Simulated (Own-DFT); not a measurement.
Simulation results for Hf₃₆O₇₁ (tetragonal hafnia with one neutral oxygen vacancy, atoms displaced)

Computed with Own-DFT development build. A calculation, not a measurement: plane-wave PBE and HSE06 DFT by an unreviewed code, no spin, of a simulated cell at Gamma alone, so results move with cell size and shape, stress positive in tension, energies less offsets, not probed for a lower state with spin; hafnium file: forces about 75 meV/angstrom off all-electron values; oxygen file: force components 24 meV/angstrom off all-electron in a glass; k mesh not checked against a denser one; forces and stress are PBE's, HSE06 gives the energy alone, and its difference from PBE has offsets of its own; offsets are fitted by least squares, one for each functional and potential file, so energies compare only between cells with the same atoms and settings and are not formation energies; the far tail of each file's local potential was reset to the Coulomb form; each entry is a single point on an unrelaxed cell, so the pressure reflects the starting lattice, taken from the Materials Project, from which strain is counted, and rises with the displacements; printed positions are rounded, which can move forces by about a meV/angstrom; the program is a retired in-house code; no spin-orbit coupling.

Common to all runs: first functional PBE; second functional HSE06; exact exchange share 0.25; screening 0.11 1/bohr; exchange divergence Gygi-Baldereschi; potential files PseudoDojo norm-conserving, scalar-relativistic, made for PBE, standard set; wave cutoff 48 hartree; occupations fixed; k mesh 1 x 1 x 1 centred on Gamma.

(1) Hf₃₆O₇₁ (tetragonal hafnia with one neutral oxygen vacancy, atoms displaced)

```
cell vectors (Å)
  10.7800     0.0000     0.0000
   0.0000    10.7800     0.0000
   0.0000     0.0000    10.4493
atoms (fractions of the cell vectors)
Hf  0.98671  0.00558  0.99680
Hf  0.16904  0.17149  0.24516
O   0.99683  0.17342  0.14751
O   0.16702  0.99412  0.34687
O   0.00601  0.16263  0.40257
O   0.16435  0.00750  0.08994
Hf  0.99668  0.00411  0.49758
Hf  0.17283  0.16330  0.74801
O   0.99485  0.17072  0.65049
O   0.16351  0.00596  0.85470
O   0.00488  0.16442  0.89684
O   0.16849  0.00638  0.60015
Hf  0.00336  0.33178  0.00764
Hf  0.16801  0.49875  0.25177
O   0.99504  0.49827  0.15012
O   0.17512  0.33345  0.35301
O   0.16221  0.32941  0.10333
Hf  0.98860  0.33709  0.49252
Hf  0.16706  0.50430  0.74955
O   0.99337  0.50137  0.64801
O   0.15708  0.32396  0.85382
O   0.00342  0.49815  0.90975
O   0.16359  0.33168  0.60288
Hf  0.00304  0.66068  0.99564
Hf  0.16601  0.83216  0.24527
O   0.99929  0.83564  0.15436
O   0.16801  0.66509  0.35314
O   0.99711  0.83429  0.40472
O   0.17517  0.66506  0.09497
Hf  0.00400  0.66586  0.49988
Hf  0.16811  0.83725  0.73462
O   0.00228  0.83194  0.65904
O   0.17364  0.66918  0.85166
O   0.99935  0.83152  0.90625
O   0.16695  0.66884  0.59729
Hf  0.34042  0.99434  0.00340
Hf  0.50415  0.16461  0.25200
O   0.33865  0.16944  0.15110
O   0.49730  0.00210  0.34500
O   0.33231  0.16883  0.39966
O   0.49503  0.00324  0.09592
Hf  0.32872  0.01192  0.50475
Hf  0.49995  0.16751  0.75158
O   0.33508  0.16576  0.64779
O   0.50033  0.00430  0.84514
O   0.33253  0.17167  0.90176
O   0.50247  0.00387  0.60357
Hf  0.33903  0.33818  0.99106
Hf  0.49671  0.50309  0.24275
O   0.33199  0.50204  0.14967
O   0.48557  0.33194  0.34460
O   0.32851  0.49801  0.40531
O   0.50168  0.33764  0.10465
Hf  0.33985  0.33604  0.49978
Hf  0.49948  0.50531  0.75886
O   0.33736  0.50200  0.65669
O   0.49733  0.33298  0.83968
O   0.33412  0.50524  0.90038
O   0.49645  0.34110  0.60177
Hf  0.32946  0.66890  0.99550
Hf  0.50203  0.82568  0.24702
O   0.32737  0.82516  0.14191
O   0.50483  0.65703  0.35361
O   0.33899  0.82772  0.40251
O   0.50746  0.66783  0.10005
Hf  0.33661  0.66852  0.50446
Hf  0.51753  0.83948  0.74457
O   0.33481  0.83458  0.65615
O   0.49093  0.66422  0.84180
O   0.33839  0.83916  0.90954
O   0.49590  0.66468  0.59691
Hf  0.67152  0.00230  0.00783
Hf  0.83976  0.16390  0.24506
O   0.66225  0.16097  0.15960
O   0.83596  0.99676  0.34148
O   0.66442  0.17467  0.40568
O   0.83069  0.99828  0.10430
Hf  0.67341  0.00652  0.50339
Hf  0.84017  0.16364  0.74842
O   0.66520  0.16207  0.65157
O   0.82646  0.99974  0.83633
O   0.67099  0.16122  0.90077
O   0.82957  0.00245  0.59141
Hf  0.66218  0.33527  0.00053
Hf  0.83162  0.49756  0.25052
O   0.67165  0.49204  0.15195
O   0.83665  0.32773  0.34605
O   0.66837  0.50036  0.40229
O   0.82823  0.33160  0.09135
Hf  0.66127  0.33986  0.50580
Hf  0.83996  0.49909  0.74858
O   0.66733  0.50109  0.65381
O   0.83047  0.32412  0.84901
O   0.67100  0.49350  0.90496
O   0.83445  0.33777  0.59821
Hf  0.67122  0.66214  0.99359
Hf  0.83644  0.82843  0.24283
O   0.66363  0.82727  0.14305
O   0.83306  0.66808  0.35117
O   0.65942  0.83886  0.40060
O   0.83500  0.67229  0.09350
Hf  0.67065  0.65793  0.49963
Hf  0.83967  0.82906  0.75299
O   0.66580  0.83206  0.65455
O   0.83827  0.66829  0.85033
O   0.66564  0.83232  0.89151
O   0.83760  0.66519  0.60615
```

It finds PBE energy of cell above offsets -96.904 eV; HSE06 less PBE above offsets 0.083 eV; PBE pressure 2.03 GPa; PBE stress xx -3.05 GPa; PBE stress yy -0.84 GPa; PBE stress zz -2.21 GPa; PBE stress yz -0.08 GPa; PBE stress xz 1.19 GPa; PBE stress xy -0.09 GPa.

Force:
```tsv
element	x (eV/Å)	y (eV/Å)	z (eV/Å)
Hf	3.659	-0.766	-0.77
Hf	1.348	-0.937	0.099
O	0.271	-0.474	0.048
O	0.194	0.666	-0.121
O	-0.405	1.081	-0.756
O	-0.572	-0.153	0.982
Hf	0.519	-0.617	-0.244
Hf	-1.184	0.635	0.876
O	1.176	-0.761	-0.6
O	0.245	-1.462	-1.94
O	-1.481	-0.016	0.759
O	-1.287	-0.524	0.049
Hf	-0.581	-0.859	-1.611
Hf	0.284	-0.123	0.438
O	0.594	0.227	1.022
O	-1.324	0.419	-0.912
O	1.444	0.478	0.139
Hf	1.999	-0.301	0.869
Hf	0.437	-1.673	-0.269
O	2.07	0.165	-0.12
O	0.814	2.253	-0.328
O	-0.168	-0.146	-1.566
O	0.086	0.634	-0.714
Hf	0.412	1.582	0.943
Hf	0.565	0.336	0.657
O	0.472	-0.265	-0.246
O	-1.093	-0.151	-0.845
O	0.046	-0.421	0.406
O	-2.759	-0.45	0.731
Hf	-0.614	-0.11	-0.715
Hf	1.31	0.721	3.343
O	-0.671	0.388	-1.378
O	-0.593	0.059	-0.961
O	-0.629	0.508	-0.127
O	-0.287	-0.28	0.773
Hf	-2.52	1.555	-1.012
Hf	-1.801	-0.106	0.703
O	-0.778	0.253	0.297
O	-0.03	-0.625	-0.168
O	-0.472	-0.386	0.493
O	2.435	-0.596	0.734
Hf	2.036	-1.373	-1.463
Hf	0.395	-1.357	-0.522
O	0.38	-0.037	0.022
O	-0.005	-0.4	0.539
O	0.433	-0.257	-0.323
O	-0.243	-0.433	-0.799
Hf	-0.844	-1.486	1.287
Hf	0.099	-0.991	0.606
O	0.082	-0.178	-0.016
O	0.905	1.111	0.587
O	0.155	1.152	-0.325
O	-0.323	0.133	-1.579
Hf	-1.89	-0.261	-0.22
Hf	-0.101	-0.69	-2.262
O	-1.291	0.002	0.196
O	0.078	0.647	2.003
O	-0.242	-1.545	-0.226
O	1.236	-0.394	-0.406
Hf	1.28	1.567	0.028
Hf	-0.454	0.705	1.406
O	1.093	0.675	1.498
O	-0.081	0.886	-0.815
O	-0.083	0.751	-0.068
O	-0.661	-0.709	-0.445
Hf	-0.059	-0.019	-0.928
Hf	-3.785	0.272	1.575
O	0.27	-0.038	-0.566
O	1.059	1.532	1.153
O	-0.105	-1.332	-1.141
O	1.964	0.073	0.271
Hf	-2.414	-0.172	-1.508
Hf	-1.568	0.006	0.908
O	1.961	-0.174	-1.227
O	0.006	0.707	0.391
O	0.146	-0.234	0.144
O	0.258	0.26	-0.515
Hf	-2.899	-0.138	-1.578
Hf	-1.368	1.182	0.227
O	0.539	0.842	0.211
O	0.798	-0.795	1.681
O	-0.642	0.712	1.243
O	1.982	-0.406	0.773
Hf	0.982	-1.613	-0.062
Hf	0.36	0.051	0.197
O	-0.777	0.698	0.015
O	0.753	0.864	0.004
O	0.353	-1.121	-0.35
O	0.377	-0.298	0.808
Hf	0.073	-1.085	0.161
Hf	-1.441	-0.989	0.58
O	0.284	0.283	0.098
O	0.391	1.63	-0.704
O	-0.417	1.311	-0.669
O	-1.016	0.12	-0.3
Hf	-0.364	1.417	0.714
Hf	-1	0.135	1.13
O	0.836	0.663	0.414
O	0.116	-0.74	-0.324
O	0.312	-1.108	0.279
O	-0.106	-0.376	0.333
Hf	-0.722	2.05	0.335
Hf	-0.819	0.017	-0.141
O	3.142	-0.214	-1.868
O	-0.224	-1.272	0.102
O	0.115	-0.296	1.246
O	-0.441	0.32	-0.775
```

(2) Hf₃₆O₇₁ (tetragonal hafnia with one neutral oxygen vacancy, atoms displaced)

```
cell vectors (Å)
  10.7800     0.0000     0.0000
   0.0000    10.7800     0.0000
   0.0000     0.0000    10.4493
atoms (fractions of the cell vectors)
Hf  0.00025  0.99775  0.00147
Hf  0.16910  0.16289  0.24965
O   0.99367  0.17253  0.15466
O   0.16724  0.99790  0.34856
O   0.99931  0.16876  0.40036
O   0.16625  0.00345  0.09590
Hf  0.00148  0.00171  0.50152
Hf  0.16536  0.16863  0.74901
O   0.99884  0.16403  0.65189
O   0.16332  0.99701  0.85348
O   0.00058  0.16934  0.90222
O   0.16865  0.00208  0.59643
Hf  0.99800  0.33244  0.00247
Hf  0.16685  0.49968  0.24837
O   0.16407  0.33625  0.34703
O   0.99825  0.49913  0.40049
O   0.16719  0.33971  0.09729
Hf  0.99747  0.33630  0.49911
Hf  0.16401  0.50080  0.75127
O   0.00218  0.49941  0.65537
O   0.16812  0.32904  0.84622
O   0.00122  0.49995  0.89933
O   0.15991  0.33317  0.60011
Hf  0.99836  0.66679  0.00285
Hf  0.16650  0.83354  0.25344
O   0.00174  0.82959  0.15101
O   0.16910  0.67215  0.34985
O   0.99531  0.83393  0.40022
O   0.16908  0.67073  0.09940
Hf  0.00184  0.66060  0.50427
Hf  0.16655  0.83617  0.74920
O   0.00207  0.82944  0.64737
O   0.16635  0.66788  0.84209
O   0.99920  0.83406  0.90338
O   0.16254  0.66956  0.59759
Hf  0.32850  0.00010  0.00305
Hf  0.49901  0.16566  0.25313
O   0.32905  0.16852  0.15445
O   0.49632  0.00398  0.34895
O   0.33425  0.16601  0.40470
O   0.49855  0.99825  0.09849
Hf  0.33326  0.00154  0.49918
Hf  0.49983  0.16661  0.74617
O   0.33369  0.16394  0.65191
O   0.50234  0.00002  0.85065
O   0.33049  0.16565  0.90725
O   0.50184  0.00529  0.59498
Hf  0.33544  0.33221  0.99835
Hf  0.50353  0.50234  0.25203
O   0.33513  0.49816  0.15066
O   0.50091  0.33015  0.34950
O   0.32702  0.50339  0.40065
O   0.49508  0.33203  0.10007
Hf  0.33237  0.33489  0.50155
Hf  0.49799  0.49615  0.74542
O   0.33413  0.49567  0.65402
O   0.50044  0.33121  0.84549
O   0.33391  0.49806  0.90840
O   0.50325  0.33219  0.59311
Hf  0.34054  0.66865  0.00144
Hf  0.49816  0.83093  0.25278
O   0.33625  0.82429  0.15433
O   0.50064  0.66966  0.34762
O   0.33093  0.83333  0.40042
O   0.49967  0.66525  0.09997
Hf  0.33446  0.66391  0.50299
Hf  0.49449  0.83025  0.74616
O   0.33726  0.83150  0.64854
O   0.50456  0.66599  0.84539
O   0.33440  0.84148  0.90199
O   0.50079  0.66297  0.59695
Hf  0.66704  0.99558  0.99875
Hf  0.83435  0.17045  0.24649
O   0.66525  0.16710  0.15141
O   0.83660  0.99926  0.34626
O   0.66898  0.16994  0.39806
O   0.83685  0.00245  0.09232
Hf  0.66423  0.00264  0.50036
Hf  0.83571  0.16869  0.74830
O   0.66391  0.16441  0.65951
O   0.83384  0.00299  0.84779
O   0.66189  0.16473  0.90511
O   0.84223  0.99686  0.58988
Hf  0.66455  0.33688  0.99642
Hf  0.82984  0.49452  0.24858
O   0.66663  0.49724  0.14677
O   0.83518  0.33263  0.35020
O   0.66815  0.50639  0.40410
O   0.83460  0.33067  0.10004
Hf  0.66193  0.33313  0.50371
Hf  0.82969  0.49876  0.75005
O   0.66847  0.50010  0.64931
O   0.83240  0.33752  0.84309
O   0.66603  0.50133  0.89981
O   0.83455  0.33255  0.59538
Hf  0.66580  0.66889  0.99922
Hf  0.83243  0.83439  0.25195
O   0.66684  0.83165  0.15246
O   0.83234  0.66275  0.34977
O   0.66238  0.83672  0.40363
O   0.82904  0.66418  0.09893
Hf  0.66280  0.66464  0.50071
Hf  0.83224  0.83297  0.74751
O   0.67145  0.83896  0.65607
O   0.83440  0.66567  0.85285
O   0.66493  0.82996  0.90465
O   0.83256  0.66698  0.59518
```

Results for Hf₃₆O₇₁ (tetragonal hafnia with one neutral oxygen vacancy, atoms displaced): PBE energy of cell above offsets -100.496 eV; HSE06 less PBE above offsets -0.116 eV; PBE pressure 1.03 GPa; PBE stress xx -1.78 GPa; PBE stress yy 0.3 GPa; PBE stress zz -1.62 GPa; PBE stress yz -0.22 GPa; PBE stress xz -0.08 GPa; PBE stress xy 0 GPa.

Force:
```tsv
element	x (eV/Å)	y (eV/Å)	z (eV/Å)
Hf	-0.128	0.191	-0.774
Hf	-1.303	0.856	0.426
O	2.154	-0.276	-0.614
O	0.212	0.697	-0.108
O	0.278	-0.167	0.499
O	-0.366	-0.02	1.144
Hf	0.23	-0.396	-1.473
Hf	-0.147	-0.587	0.503
O	0.264	0.071	0.113
O	0.102	0.67	-0.929
O	-0.206	-0.382	-0.003
O	0.138	-0.27	0.564
Hf	0.859	0.281	-0.094
Hf	-0.185	0.365	-0.42
O	0.546	-0.636	0.029
O	0.313	0.179	-0.156
O	-0.612	0.138	-0.089
Hf	0.207	-0.765	-0.803
Hf	-0.131	-0.39	0.797
O	-0.844	0.218	-0.562
O	0.113	0.958	-0.083
O	0.208	-0.181	1.025
O	1.387	-0.125	-0.323
Hf	0.05	0.111	0.006
Hf	-0.281	-0.895	-0.264
O	-0.483	0.352	0.041
O	-0.273	-1.139	-0.025
O	0.386	-0.374	0.361
O	-0.224	-0.787	-0.642
Hf	-1.014	1.478	-1.314
Hf	-0.571	-0.239	0.127
O	-0.123	0.306	0.913
O	0.341	0.183	0.342
O	-0.012	-0.202	-0.243
O	1.837	-0.613	0.183
Hf	1.383	0.577	-0.349
Hf	0.538	0.087	-1.246
O	0.655	-0.167	0.138
O	0.16	-0.845	0.142
O	-0.415	0.753	-0.06
O	-0.165	0.01	0.125
Hf	0.083	-0.402	-0.256
Hf	-0.175	-1.386	1.733
O	-0.205	0.593	-0.014
O	-0.078	-0.232	-1.196
O	0.106	-0.249	-0.596
O	-0.566	-0.339	0.354
Hf	-0.662	0.089	0.718
Hf	-0.697	-0.726	-0.819
O	0.232	0.448	0.88
O	-0.126	1.302	0.206
O	0.681	-0.681	0.602
O	1.104	0.09	-0.403
Hf	-1.03	-0.229	-0.656
Hf	0.786	0.486	1.24
O	-0.34	0.066	-0.531
O	-0.07	0.529	-0.189
O	0.202	0.735	-0.973
O	-1.418	0.182	1.076
Hf	-1.424	-0.071	0.098
Hf	0.445	1.386	-0.469
O	-0.579	0.567	-0.233
O	-0.112	-0.975	0.505
O	0.544	-0.07	0.637
O	0.67	-0.105	0.076
Hf	-1.304	1.03	-0.96
Hf	1.415	1.203	1.38
O	-0.825	-0.027	-0.015
O	-0.792	-0.223	-0.146
O	0.191	-1.716	-0.351
O	-0.365	0.105	0.502
Hf	-0.586	0.925	0.21
Hf	-0.922	-0.776	0.877
O	-0.036	0.019	0.307
O	-0.445	0.514	-0.525
O	-0.313	-0.39	1.113
O	-0.727	-0.352	0.585
Hf	1.247	-0.176	-0.621
Hf	-0.024	-0.439	0.676
O	1.143	0.244	-1.238
O	-0.188	-0.469	-0.724
O	0.407	0.778	0.007
O	-2.235	0.325	1.11
Hf	-0.366	-1.173	0.71
Hf	1.1	1.07	0.21
O	-0.517	-0.28	0.621
O	-0.329	0.507	-0.331
O	-0.731	-1.76	-0.5
O	-0.693	0.801	-0.47
Hf	1.871	0.054	-1.604
Hf	0.757	1.167	0.148
O	-0.83	-0.238	0.088
O	-0.233	-0.939	0.632
O	-0.074	-0.193	-0.225
O	-0.782	-0.044	0.463
Hf	0.519	-0.298	0.164
Hf	0.794	-0.629	0.487
O	-0.238	0.117	0.138
O	-0.234	0.407	-0.709
O	-0.027	-0.28	0.274
O	0.783	-0.293	-0.071
Hf	1.779	1.126	-0.48
Hf	1.194	-0.023	0.554
O	-1.526	-0.109	-0.4
O	-0.14	0.116	-0.808
O	0.3	0.401	-0.392
O	-0.268	-0.117	0.622
```
